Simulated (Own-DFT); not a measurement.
## Calculated data, Al₁₆O₂₃ (corundum with two vacancies, atoms displaced)

A calculation, not a measurement: plane-wave PBE density functional theory by an unreviewed code, no spin, of a simulated periodic cell, stress positive in tension, free energy of the whole cell less one offset for each atom, defect cell not probed for a lower state with spin; oxygen file: force components 24 meV/angstrom off all-electron in one glass; forces on such cells passed a denser k mesh, this cell's mesh not checked; offsets are fitted by least squares, one for each functional and potential file, so energies compare only between cells with the same atoms and settings and are not formation energies; the far tail of each file's local potential was reset to the Coulomb form; each entry is a single point on an unrelaxed cell, so the pressure reflects the starting lattice, mostly measured values, from which strain is counted, and rises with the displacements; printed positions are rounded, which can move forces by about a meV/angstrom; the program is a retired in-house code; no spin-orbit coupling; before rounding, a Quantum ESPRESSO 7.3.1 run of the same cell and cutoff gave forces within 1 meV/angstrom rms on each cell, which checks the program and not the settings. Program: Own-DFT development build.

Settings shared by all entries: functional PBE; potential files PseudoDojo norm-conserving, scalar-relativistic, standard set; wave cutoff 72 hartree; occupations Fermi-Dirac; smearing width 0.1 eV; k mesh 3 x 3 x 3 centred on Gamma.

(1) 
```xyz
78
Lattice="5.4940 0.0000 8.6604 -2.7470 4.7579 8.6604 -2.7470 -4.7579 8.6604" Properties=species:S:1:pos:R:3:force_x:R:1:force_y:R:1:force_z:R:1 formula=Al16O23 free_energy_of_cell_above_offsets=-42.598 pressure=12.62 stress_xx=-13.36 stress_yy=-12.72 stress_zz=-11.77 stress_yz=-0.03 stress_xz=-1.67 stress_xy=-0.66
Al     0.0210    -0.0082     4.6156     -1.693      0.097     -0.475
Al    -0.0214     0.0127     8.3302      0.855      -0.12     -0.132
Al    -0.0533    -0.0687    10.9382      0.779      2.376       1.91
Al    -0.1121    -0.0227     1.8407       5.28     -0.201      2.852
O     -0.1690     1.6334     7.6124      1.752      0.108      -1.09
O      1.5827    -0.7228     7.4256     -2.066      2.019      2.619
O     -1.3144    -0.9908     7.4698     -0.378      1.545      1.689
O     -0.0282    -1.7243     5.4728      4.221      2.565     -1.989
O      1.5386     0.9622     5.4330     -5.255      0.575      -3.53
Al    -1.2276    -2.2885     8.9471     -2.733     -4.449     -1.952
Al    -1.3966    -2.4662    12.6808      0.625      1.055      0.029
Al    -1.3381    -2.3304    15.4128     -1.236     -0.336      0.437
Al    -1.3617    -2.4026     6.2773     -1.547     -1.749      1.662
O     -1.4822    -0.6997    11.9702     -0.133     -0.324     -1.129
O      0.1179    -3.1619    11.6986     -0.309      3.531      3.419
O     -2.7487    -3.4127    11.8824     -0.196      1.549      1.066
O     -1.2670    -3.9793     9.7924     -0.603     -0.815     -0.305
O     -2.7221    -1.6551     9.7388     -1.404      0.667      0.691
O      0.0547    -1.4775     9.6438      1.791      2.084      0.881
Al    -1.2958     2.3898     8.9090     -0.464      0.435      -0.24
Al    -1.2817     2.5107    12.9055     -1.542     -1.957     -3.122
Al    -1.3066     2.4718    15.4533     -1.219     -3.607      -0.25
Al    -1.3810     2.3468     6.2529      1.472       1.11     -1.097
O     -1.2687     3.9952    11.8868     -4.982     -0.479      2.943
O      0.0551     1.7314    11.9659      0.104     -2.477     -0.755
O     -2.8141     1.5275    11.9206      1.772     -1.155      -0.04
O     -1.2547     0.6549     9.6992     -0.664      0.756     -0.525
O     -2.9257     3.1688     9.7700      1.841     -2.419     -1.063
O     -0.0494     3.2183     9.7808      1.495      0.989     -0.268
Al    -2.8184     0.1742    13.2774      1.204     -1.269     -0.675
Al    -2.6672    -0.0244    17.1317     -2.507     -0.865       0.65
Al    -2.7536    -0.0145    19.7460       0.98       0.15     -2.799
Al    -2.7088     0.0094    10.5174     -1.136      0.313      1.426
O     -2.9316     1.4744    16.2872      1.082      3.369     -1.515
O     -1.1978    -0.6804    16.3154     -0.849     -1.636     -1.355
O     -4.1404    -0.9615    16.2678      1.112      0.565      0.226
O     -2.5134    -1.5844    14.1940     -2.051     -0.085     -1.282
O     -4.2990     0.8111    14.0111      1.653     -0.301      0.577
O     -1.4565     1.0193    14.1223      0.594     -0.718      0.048
Al     2.7603     0.0432     8.8107      0.535      0.693      0.073
Al     2.6851    -0.0933    12.7143      2.504      0.424     -0.348
Al     2.6385     0.0751    15.3443      0.581     -1.562      0.603
Al     2.6725     0.0510     6.1751      5.934      -1.63      1.257
O      2.4829     1.6194    12.0175      3.401      0.353     -0.705
O      1.4378    -0.8763    11.6919     -1.143     -0.666      2.739
O      2.8752    -1.4735     9.7179     -0.197     -2.393      0.264
O      1.2456     0.7858     9.7727      0.524     -0.678     -1.453
O      4.2052     0.8545     9.8452     -5.209      3.935     -2.983
Al     1.3072    -2.2899    13.3248      1.987     -3.205     -0.867
Al     1.4707    -2.3770    17.2149     -0.207     -0.797     -2.009
Al     1.3838    -2.2780    19.8269      0.069     -3.916     -0.989
Al     1.4001    -2.2982    10.5669      1.378     -2.811     -0.101
O      1.1845    -0.7936    16.3036      1.572      1.284     -1.144
O      2.7863    -3.1993    16.2250      0.745      2.088       1.24
O     -0.0091    -3.2775    16.0660      1.218      -0.25        3.6
O      1.5669    -3.9693    14.0711     -2.279     -0.369     -0.869
O     -0.1992    -1.7005    14.0190      1.506       2.17      0.018
O      2.7794    -1.5786    14.1754     -2.771      3.117     -1.924
Al     1.3472     2.2999    13.2765       0.01      2.503     -1.204
Al     1.5126     2.4046    17.1540     -2.589      0.891     -2.478
Al     1.4412     2.3996    19.6889     -2.282      0.363      1.891
Al     1.4909     2.3978    10.7264     -3.497     -0.675     -1.984
O      1.3448     4.0544    16.2021     -0.933     -0.587      0.604
O      2.9323     1.7587    16.1104     -2.566      -2.11       2.02
O     -0.0254     1.4927    16.2468      1.003     -0.168      0.318
O      1.4111     0.7627    14.0299      0.162     -3.387      2.009
O     -0.0637     3.0507    14.0693     -0.245          2      1.829
O      0.1229    -1.2328    22.7085     -1.048     -5.318      0.314
Al    -0.0253     0.0247    17.5699     -0.089     -0.109     -0.218
Al     0.0681    -0.1019    21.4105     -2.995      3.707     -1.351
Al     0.0687     0.0285    24.0251     -1.016      0.099      0.749
Al    -0.1866    -0.0386    14.8710      1.294      1.143      0.642
O     -0.0149     1.5474    20.5116     -1.076      1.651     -0.661
O      1.4506    -0.7536    20.5309       1.74      1.467      0.642
O     -1.4702    -0.9649    20.4920      3.252      0.777      2.463
O      0.1421    -1.6716    18.4584      0.985      -0.24     -0.065
O     -1.5374     0.6614    18.4000      1.626      0.997     -0.004
O      1.2958     0.9389    18.3501      2.473      0.314      0.543
```

Units: free_energy_of_cell_above_offsets in eV; pressure, stress_xx, stress_yy, stress_zz, stress_yz, stress_xz, stress_xy in GPa; force_x, force_y, force_z in eV/Å.

(2) 
```xyz
78
Lattice="5.4940 0.0000 8.6604 -2.7470 4.7579 8.6604 -2.7470 -4.7579 8.6604" Properties=species:S:1:pos:R:3:force_x:R:1:force_y:R:1:force_z:R:1 formula=Al16O23 free_energy_of_cell_above_offsets=-39.515 pressure=15.07 stress_xx=-14.32 stress_yy=-17.78 stress_zz=-13.12 stress_yz=0.62 stress_xz=-1.06 stress_xy=-1.04
Al     0.0936     0.0538     4.5376     -1.084     -0.204      0.763
Al    -0.0327    -0.0112     8.4634      0.207      0.881     -0.446
Al     0.0895     0.0237    11.0507     -3.267      1.614      1.312
Al     0.0997     0.1604     1.9071     -4.042     -5.259      0.958
O     -0.1790     1.7203     7.6469       2.37     -2.027     -1.232
O      1.5484    -0.8417     7.6137     -2.117      2.609      1.258
O     -1.4044    -0.8799     7.5221      2.109      -1.41      1.366
O      0.1050    -1.6295     5.3671     -0.092      0.975       1.35
O     -1.4969     0.7969     5.3612      1.905     -2.311     -0.328
Al    -1.2663    -2.3351     8.8369     -3.615     -1.193     -0.119
Al    -1.4296    -2.3541    12.8171      0.766      1.839      0.231
Al    -1.4265    -2.3400    15.5119      0.963     -0.718     -1.683
Al    -1.3385    -2.1801     6.1411     -1.373     -3.504      0.904
O     -1.5731    -0.6729    11.7810      2.041     -1.606      2.077
O      0.2545    -3.1019    11.9563     -1.727     -0.951     -1.303
O     -2.7700    -3.3275    12.0356      0.645      1.048     -2.024
O     -1.3061    -4.0399     9.8091      4.841      2.387     -2.537
O     -2.9332    -1.6205     9.8145      1.836     -3.308     -2.671
O     -0.1128    -1.4400     9.7903      1.764     -0.736     -0.889
Al    -1.2233     2.3566     9.0237     -6.518     -1.004     -1.978
Al    -1.6462     2.3609    12.8037       5.92      1.954     -1.895
Al    -1.3282     2.4312    15.3754      0.216     -1.436      0.246
Al    -1.2936     2.3399     6.1805     -1.021      0.602      1.464
O     -1.5735     4.0019    11.7731      2.262      0.203      2.009
O      0.2511     1.6727    11.9788     -2.394      -0.49     -0.786
O     -2.7161     1.4584    11.9463     -2.788     -0.249     -1.769
O     -1.2575     0.6491     9.8007       0.42      1.283     -1.675
O     -2.8073     3.2293     9.6599     -0.093     -0.971      0.188
O      0.0464     3.0581     9.7630      2.548      5.586      0.885
Al    -2.7003     0.1041    13.2091      -0.97     -1.759     -1.885
Al    -2.7191     0.0277    17.1857     -1.822     -2.533     -1.986
Al    -2.6777    -0.0028    19.8200      -1.04     -1.864       1.04
Al    -2.8597    -0.0487    10.4723      3.401      0.726      3.283
O     -2.8101     1.5356    16.2954     -0.698      2.842     -1.027
O     -1.2249    -0.6312    16.0861     -2.793     -1.549       3.58
O     -4.1439    -1.0729    16.2174      1.805      2.687      1.178
O     -2.7050    -1.5093    13.9572      1.482     -2.113      1.689
O     -4.1947     0.6525    14.0171     -0.507       2.26      1.577
O     -1.3895     0.9847    14.0202      1.046      0.445       1.83
Al     2.7232     0.0874     8.8447      0.398     -2.347      1.801
Al     2.7483     0.0976    12.7513      0.999     -2.702     -0.509
Al     2.7496     0.0558    15.4900     -2.138     -1.483     -2.177
Al     2.7782    -0.0836     6.2779      1.208      3.008      -0.03
O      2.6110     1.6163    11.8998      2.586      1.193      -2.46
O      4.2526    -0.7463    11.8490     -0.635      1.577      1.958
O      1.3800    -0.8194    11.7600      1.591     -2.203      2.319
O      2.7664    -1.6109     9.7848      0.041     -0.522      -0.84
O      1.2475     0.8350     9.7253      0.251     -3.321     -2.234
O      4.1079     0.8395     9.8042     -0.049      1.518     -0.337
Al     1.3168    -2.3632    13.2626      0.814       0.63      1.148
Al     1.2928    -2.4790    17.1323      2.755      1.973     -0.753
Al     1.4558    -2.4699    19.6989      -1.64      1.691      1.535
Al     1.2479    -2.4666    10.4890      2.036      3.033      1.243
O      1.2096    -0.7497    16.3141      0.526       0.59     -0.916
O      2.6409    -3.1368    16.2108      3.644      0.189      0.575
O      0.0375    -3.3077    16.2757     -2.719     -0.422     -1.336
O      1.5448    -4.0357    14.0915     -0.691     -0.545     -0.656
O      2.7569    -1.4480    14.1603     -1.915      1.238     -1.908
Al     1.5127     2.2407    13.2200     -1.807       6.84     -1.975
Al     1.3048     2.4716    17.1014      3.411      -1.03      1.443
Al     1.1704     2.4301    19.8150      8.337      3.252     -5.177
Al     1.4139     2.3143    10.5456       0.97      1.276      3.002
O      1.2610     4.0112    16.2880      -0.14      1.564     -1.478
O      2.8423     1.5960    16.1083     -0.502      2.261       2.73
O      0.0344     1.4918    16.3672     -1.773      -0.87     -2.014
O      1.6099     0.8434    13.9472     -2.167     -6.632      5.321
O     -0.1610     3.2123    14.1288      0.261     -3.009     -1.823
O      2.9034     3.1500    14.0308     -2.624       2.64     -1.139
Al    -0.0042    -0.0611    17.6170      2.823      0.747     -0.837
Al     0.0801    -0.0314    21.2775     -0.175      0.276      2.272
Al     0.1161    -0.0164    24.0779     -1.066     -0.329     -0.967
Al    -0.1325     0.0906    14.9982      3.973     -0.142     -2.489
O      0.0273     1.7462    20.5742     -7.718     -4.914      4.189
O      1.5366    -0.6824    20.5124     -1.217     -1.331     -0.552
O     -1.2947    -0.9940    20.5346      -0.26       1.83     -0.557
O      0.2183    -1.7345    18.3476     -3.201      0.893      1.408
O     -1.4852     0.6846    18.3442     -0.299     -0.623      1.485
O      1.5155     0.9749    18.4629      -4.47      1.462     -2.225
```

Units: free_energy_of_cell_above_offsets in eV; pressure, stress_xx, stress_yy, stress_zz, stress_yz, stress_xz, stress_xy in GPa; force_x, force_y, force_z in eV/Å.

(3) 
```xyz
78
Lattice="5.4940 0.0000 8.6604 -2.7470 4.7579 8.6604 -2.7470 -4.7579 8.6604" Properties=species:S:1:pos:R:3:force_x:R:1:force_y:R:1:force_z:R:1 formula=Al16O23 free_energy_of_cell_above_offsets=-39.734 pressure=14.23 stress_xx=-14.82 stress_yy=-14.19 stress_zz=-13.68 stress_yz=-0.49 stress_xz=-0.25 stress_xy=-3.15
Al     0.0069    -0.0139     4.6481      -0.54      0.278     -1.741
Al     0.1550     0.0515     8.4970     -2.555     -0.544     -0.238
Al    -0.1017     0.0378    11.1275      1.209     -1.157     -0.513
Al     0.1587    -0.1522     1.9745     -2.348      3.563     -0.654
O     -0.2335     1.6185     7.5977      2.917      0.168     -0.415
O      1.4274    -0.7203     7.5960      1.682     -0.216     -0.698
O     -1.3117    -0.9350     7.4567      0.057      0.907       1.88
O      0.1644    -1.6212     5.5194      1.417      1.279       -3.9
O     -1.4980     0.6931     5.5062      0.763     -0.945      -2.38
O      1.3847     0.9532     5.3738      -1.42      -1.17      1.279
Al    -1.3897    -2.2669     8.8879      0.567     -1.702     -1.725
Al    -1.4775    -2.4492    12.9145      2.838       1.28     -3.674
Al    -1.4462    -2.3250    15.4429      1.661     -3.043     -0.332
Al    -1.2001    -2.3557     6.1391     -5.935     -2.419      2.809
O     -1.4387    -0.8025    11.9835      -0.76       0.02     -0.299
O     -2.8029    -3.2486    11.7864      0.552      -0.59      2.501
O     -1.2280    -3.8509     9.8105     -0.334     -2.839     -0.259
O     -2.8344    -1.6097     9.6426     -1.679      1.369        1.9
O     -0.0221    -1.5005     9.7678      0.879      1.703      0.403
Al    -1.5045     2.4728     8.8737      2.688     -1.432      0.937
Al    -1.3496     2.3657    12.9289      0.407     -0.471     -3.678
Al    -1.3217     2.4751    15.2534     -0.977      -3.13      7.517
Al    -1.3312     2.2407     6.2306     -0.758       3.82      0.889
O     -1.4325     4.0945    12.0086     -0.512     -1.636      0.182
O      0.2531     1.6525    11.9630     -3.817     -0.509      0.453
O     -2.7513     1.1919    11.9746      1.274      6.708      0.069
O     -1.4010     0.7151     9.8149      2.206      0.629     -0.273
O     -2.9753     3.0014     9.8107      4.477      2.759     -2.179
O      0.0292     3.3066     9.8158     -2.398     -0.268     -1.706
Al    -2.7924    -0.0336    13.1573      0.995     -0.453      4.479
Al    -2.7419     0.0357    17.1095     -0.089      0.195     -0.661
Al    -2.6689     0.1783    19.7619     -0.316      1.427      0.027
Al    -2.7441    -0.0532    10.7174      1.178      0.035     -3.747
O     -2.9455     1.7643    16.1790      2.523     -2.346      0.473
O     -1.1528    -0.8953    16.2378     -1.081      4.122       1.67
O     -4.1697    -1.0242    16.1680      2.125      2.203      2.425
O     -2.6423    -1.6082    13.9850     -0.698     -1.617      2.302
O     -4.3450     0.5930    14.1694      3.482      2.423     -2.151
O     -1.2417     0.9402    14.1217     -0.981      0.274     -0.057
Al     2.8652    -0.0372     8.9749     -1.372      1.316     -1.987
Al     2.7699     0.0525    12.8530     -0.429     -0.879     -1.951
Al     2.8234     0.0140    15.5348      -0.42     -0.046     -0.487
Al     2.6961    -0.0289     6.1989       2.29      5.664      3.096
O      2.5727     1.7346    11.8525      2.535     -0.758       1.46
O      4.2377    -0.8382    11.8953       0.83      1.106      1.673
O      1.3580    -1.0186    11.9701      0.289      2.433     -0.862
O      2.8958    -1.6069     9.7836     -0.387     -0.744      0.016
O      1.2594     0.7461     9.7624      0.119     -0.162      0.407
O      4.1387     0.8199     9.6927      1.923       1.52      1.739
Al     1.5317    -2.3184    13.2343     -2.784     -2.671      0.018
Al     1.3447    -2.2711    17.1080      1.711     -4.602     -2.192
Al     1.4071    -2.1756    19.7917     -0.782     -4.691     -1.791
Al     1.4571    -2.2739    10.6411      -1.04     -1.965     -0.552
O      1.2336    -0.6999    16.1295      3.602      -1.34      4.057
O      2.8219    -3.1461    16.1956       0.03      1.529      1.063
O      0.0812    -3.3624    16.1969     -1.912      0.865      0.223
O      1.4895    -4.0099    14.0530     -0.593     -0.786     -0.759
O     -0.0390    -1.6897    14.0947     -0.845     -0.207     -0.309
O      2.7038    -1.3763    14.0649       2.85     -0.265      1.054
Al     1.3313     2.3662    13.2012      1.948      1.018      1.677
Al     1.3220     2.4095    17.0463      2.664       1.52        0.6
Al     1.5223     2.3066    19.6132     -4.116      -1.18      3.838
Al     1.3702     2.3622    10.6508     -0.427      0.597     -2.158
O      1.3001     4.0494    16.1781     -1.525     -2.013      1.624
O      2.9695     1.7409    16.2560      -3.61     -2.445     -0.458
O      0.0937     1.5064    16.4794     -4.111     -2.538     -4.356
O      1.4409     0.6823    14.0411      1.345      2.056      0.015
O     -0.1506     3.2053    14.2656      2.137     -3.738     -5.275
O      2.8373     3.3053    14.1411     -2.313     -1.904     -2.665
Al     0.1163    -0.1008    17.6291     -2.226      4.213     -0.905
Al     0.0074     0.0238    21.3681     -1.835       1.47       1.08
Al    -0.0256    -0.0498    24.0970      0.604      1.743     -0.756
Al     0.1903    -0.1078    14.9998     -4.751      1.261     -2.967
O      1.5363    -0.6499    20.6019     -2.048     -1.975     -1.007
O     -1.4769    -0.9321    20.4507      2.838      0.057      2.927
O      0.1704    -1.6688    18.3127      -0.44     -0.723      2.822
O     -1.5135     0.6582    18.3429      1.796      0.982      0.106
O      1.4644     0.9603    18.3525     -0.245     -2.399      1.031
```

Units: free_energy_of_cell_above_offsets in eV; pressure, stress_xx, stress_yy, stress_zz, stress_yz, stress_xz, stress_xy in GPa; force_x, force_y, force_z in eV/Å.
